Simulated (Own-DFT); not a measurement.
# How strain changes the stress of diamond-structure GeSn with randomly placed atoms, 64 atoms (Ge56Sn8)

These are calculations, not measurements. The program, named Own-DFT, is a retired in-house plane-wave density functional code that no person has reviewed. Each row is one single-point run on a periodic cell that was not relaxed, without spin or spin-orbit coupling.

Settings of every run: PBE; PseudoDojo norm-conserving scalar-relativistic files; cutoff 49 hartree; 3 x 3 x 3 k mesh centred on Gamma; Fermi-Dirac smearing of 0.1 eV.

Known limits: forces on such cells moved up to 12 meV/angstrom on a denser k mesh; stress not checked against mesh or cutoff.

Unstrained cell vectors in Å: (11.524, 0.000, 0.000); (0.000, 11.524, 0.000); (0.000, 0.000, 11.524). The unstrained cell has measured lattice constants (interpolated for alloys), not those of this functional. That, the random moves and any unrelaxed bonds set the pressure at no strain. Each run strains this cell uniformly, with the atoms carried along. Every atom was also moved at random, by a Gaussian of width 0.05 Å on each axis. The random placing of the alloy's atoms differs from row to row. Strain is the symmetric tensor, in per cent. Stress is positive in tension, and the pressure is minus a third of its trace.

```
run  e_xx (%)  e_yy (%)  e_zz (%)  s_xx (GPa)  s_yy (GPa)  s_zz (GPa)  P (GPa)  E (meV/atom)
  1     -2.50     -2.50      0.00       -9.64       -9.72       -8.26     9.21          70.6
  2     -0.75     -0.75      0.00       -6.58       -6.77       -6.33     6.56          58.5
  3      1.50      1.50      0.00       -2.71       -2.84       -3.53     3.02          13.2
  4      1.00      1.00      0.00       -3.57       -3.61       -4.06     3.75          20.1
  5      2.50      2.50      0.00       -1.31       -1.35       -2.52     1.73           0.7
  6     -2.25     -2.25      0.00       -9.72       -9.53       -8.24     9.16          91.6
  7      1.75      1.75      0.00       -2.44       -2.61       -3.53     2.86          20.3
  8      2.75      2.75      0.00       -0.92       -1.00       -2.33     1.42           0.0
  9     -2.00     -2.00      0.00           ?           ?           ?        ?             ?
```

E is the free energy for each atom above the lowest run shown.

## Worked fit

The change of volume is close to e_xx + e_yy + e_zz. A straight line through the runs shown gives P = 5.51 - 76 x (fractional change of volume) GPa, with an error of 2 on the slope and a scatter of 0.18 GPa. The strain isn't the same on all axes, but the crystal is cubic, so the slope still estimates the bulk modulus, averaged over pressures from 1.4 to 9.2 GPa.

## Withheld run

Question: what pressure should run 9 give? Its volume changes by -3.96 %.

The line gives 8.5 GPa. The calculation gave 8.62 GPa.
